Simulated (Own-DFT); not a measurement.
# Stretching a layer in its plane: wurtzite GaN, 72 atoms (Ga36N36)

Everything here is calculated. The program is Own-DFT (plane waves, in-house, since retired, never reviewed by a person); positions were held fixed, and spin and spin-orbit coupling were off.

Method: PBE; PseudoDojo norm-conserving scalar-relativistic files; cutoff 42 hartree; 4 x 4 x 3 k mesh centred on Gamma; Fermi-Dirac smearing of 0.1 eV.

Caveats: forces not confirmed at this smearing and k mesh; stress not checked against mesh or cutoff.

Unstrained cell vectors in Å: (9.567, 0.000, 0.000); (-4.784, 8.285, 0.000); (0.000, 0.000, 10.370). The unstrained cell has measured lattice constants (interpolated for alloys), not those of this functional. That, the random moves and any unrelaxed bonds set the pressure at no strain. Each run strains x and y alike by e, as a substrate would, and holds the height along z. All atoms carry random offsets, Gaussian with a width of 0.05 Å per axis. Stress is positive in tension.

| e (%) | u (Å) | (s_xx + s_yy)/2 (GPa) | s_zz (GPa) |
|---|---|---|---|
| -2.75 | 0.052 | -24.46 | -12.61 |
| -1.75 | 0.050 | -18.75 | -8.45 |
| -1.00 | 0.051 | -12.27 | -10.92 |
| -0.75 | 0.050 | -12.39 | -7.96 |
| -0.50 | 0.055 | -11.03 | -8.39 |
| 0.50 | 0.052 | ? | ? |
| 1.00 | 0.050 | -3.06 | -5.74 |
| 2.50 | 0.050 | 4.28 | -4.80 |
| 2.75 | 0.049 | 5.07 | -3.78 |
| 3.00 | 0.048 | 6.44 | -4.43 |

## Analysis

With e as a fraction, the in-plane stress is -8.0 + 541 e - 2198 e² GPa (errors 12 and 715, scatter 0.64), and s_zz is -7.8 + 134 e GPa (slope ± 19, scatter 1.15). At e = 0 the first slope is C11 + C12 and the second 2 C13, both with the ions held to the strained lattice and at the cell's own pressure. The term in e² is negative: the layer stiffens under compression and softens under tension. A free layer would change its height as e changes, and the in-plane slope would drop by 2 C13²/C33 to the biaxial modulus. At fixed height, a misfit of 1 % moves the in-plane stress by about 5.4 GPa and s_zz by 1.3 GPa.

## Prediction

Asked: what are the two stresses at e = 0.50 %?

The fitted form gives -5.3 and -7.2 GPa. The hidden result is -4.79 and -7.24 GPa.
